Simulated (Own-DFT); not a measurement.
# Strain and stress in bcc Nb, 16 atoms (Nb16)

All numbers below are calculated, not measured. The program, named Own-DFT, is a retired in-house plane-wave density functional code that no person has reviewed. Each row is one single-point run on a periodic cell that was not relaxed, without spin or spin-orbit coupling.

Settings of every run: PBE; PseudoDojo norm-conserving scalar-relativistic files; cutoff 42 hartree; 5 x 5 x 5 k mesh centred on Gamma; cold (Marzari-Vanderbilt) smearing of 0.2 eV.

Known limits: forces on such cells failed a check on a denser k mesh; stress not checked against mesh or cutoff.

Unstrained cell vectors in Å: (6.601, 0.000, 0.000); (0.000, 6.601, 0.000); (0.000, 0.000, 6.601). The unstrained cell has measured lattice constants (interpolated for alloys), not those of this functional. That, the random moves and any unrelaxed bonds set the pressure at no strain. Each run strains this cell uniformly, with the atoms carried along. Every atom was also moved at random, by a Gaussian of width 0.05 Å on each axis. Strain is the symmetric tensor, in per cent. Stress is positive in tension, and the pressure is minus a third of its trace.

| run | e_xx (%) | e_yy (%) | e_zz (%) | e_yz (%) | e_xz (%) | e_xy (%) | s_xx (GPa) | s_yy (GPa) | s_zz (GPa) | s_yz (GPa) | s_xz (GPa) | s_xy (GPa) | P (GPa) | E (meV/atom) |
|---|---|---|---|---|---|---|---|---|---|---|---|---|---|---|
| 1 | -1.27 | 0.50 | -0.56 | 0.84 | 1.53 | -0.34 | -6.18 | -4.46 | -5.65 | 0.12 | 0.76 | -0.06 | 5.43 | 27.7 |
| 2 | 0.42 | 0.06 | 0.89 | -1.47 | 1.66 | 0.03 | -0.48 | -0.65 | 0.27 | -0.52 | 0.59 | -0.29 | 0.29 | 9.2 |
| 3 | 1.29 | -0.21 | -0.38 | -0.96 | -1.61 | 1.94 | -0.09 | -2.00 | -2.19 | -0.35 | -0.47 | 0.75 | 1.43 | 13.5 |
| 4 | 0.63 | 1.52 | 1.52 | 1.35 | 0.78 | 1.59 | 3.15 | 3.85 | 3.81 | 0.32 | 0.19 | 0.49 | -3.60 | 6.7 |
| 5 | 1.48 | 1.16 | -0.01 | -0.44 | -0.57 | -1.46 | 2.74 | 2.36 | 1.34 | 0.07 | -0.08 | -0.30 | -2.14 | 2.8 |
| 6 | 1.96 | 1.84 | -0.05 | 0.94 | 1.55 | 0.11 | 4.47 | 4.37 | 2.88 | 0.13 | 0.35 | 0.17 | -3.91 | 2.4 |
| 7 | -1.56 | 1.11 | -1.47 | -0.64 | -0.86 | 0.28 | -7.13 | -3.97 | -6.86 | -0.28 | -0.30 | 0.07 | 5.99 | 23.0 |
| 8 | 1.01 | -0.78 | -0.46 | 0.48 | -1.06 | -0.95 | -1.83 | -4.05 | -3.59 | 0.14 | -0.33 | -0.24 | 3.15 | 12.3 |
| 9 | -1.47 | -1.00 | 0.74 | 0.73 | -0.37 | 1.52 | -6.66 | -6.71 | -4.56 | 0.19 | 0.05 | 0.50 | 5.98 | 27.0 |
| 10 | 1.07 | 0.33 | 1.05 | -1.27 | -1.65 | 1.43 | 2.08 | 1.21 | 1.96 | -0.38 | -0.42 | 0.44 | -1.75 | 4.8 |
| 11 | -0.36 | -0.96 | -0.23 | 0.72 | 1.77 | -0.04 | -4.79 | -6.25 | -5.43 | 0.24 | 0.47 | 0.22 | 5.49 | 22.2 |
| 12 | -0.91 | 0.41 | 0.32 | -1.22 | -1.90 | -1.34 | -3.85 | -2.53 | -2.26 | -0.21 | -0.62 | -0.45 | 2.88 | 11.6 |
| 13 | -1.28 | -0.88 | -0.92 | -1.61 | 1.42 | 0.18 | -8.81 | -8.23 | -8.29 | -0.54 | 0.68 | 0.03 | 8.44 | 30.3 |
| 14 | -1.38 | 0.52 | 1.83 | 1.93 | 0.71 | 0.97 | -2.32 | -0.40 | 1.04 | 0.60 | 0.09 | 0.44 | 0.56 | 0.0 |
| 15 | -1.99 | -1.21 | 0.68 | 1.70 | -1.28 | -0.14 | ? | ? | ? | ? | ? | ? | ? | ? |

E is the free energy for each atom above the lowest run shown.

## Worked fit

Each stress component was fitted by least squares to a constant and the strains of the runs shown, as fractions, with shears doubled. Shear strains stay in the fit of a normal stress only where such slopes are resolved. The slopes, in GPa:

| stress | at no strain | per e_xx | per e_yy | per e_zz | scatter |
|---|---|---|---|---|---|
| s_xx | -2.7 | 250 ± 6 | 133 ± 8 | 153 ± 8 | 0.25 |
| s_yy | -2.8 | 139 ± 6 | 258 ± 8 | 145 ± 8 | 0.26 |
| s_zz | -2.7 | 143 ± 6 | 153 ± 9 | 253 ± 8 | 0.27 |

Each shear stress against twice its own strain: yz 15 ± 1, xz 16 ± 2, xy 16 ± 2 GPa. These are stiffnesses along x, y and z of the frame in which the cell vectors are given, which need not be the crystal's axes. The atoms are held to the strained lattice; where symmetry lets them move under strain, relaxing them would lower some slopes. The table should be nearly symmetric about its diagonal, and what it lacks of that shows the noise. A ninth of its sum, 181 ± 3 GPa, estimates the bulk modulus near the mean pressure of these runs, 2.0 GPa, so it lies above the value at zero pressure.

## Withheld run

Question: what normal stresses and pressure should run 15 give?

The fit gives s_xx = -8.2, s_yy = -7.7, s_zz = -5.7 and P = 7.2 GPa. The calculation gave -8.86, -8.06, -5.67 and P = 7.53 GPa.
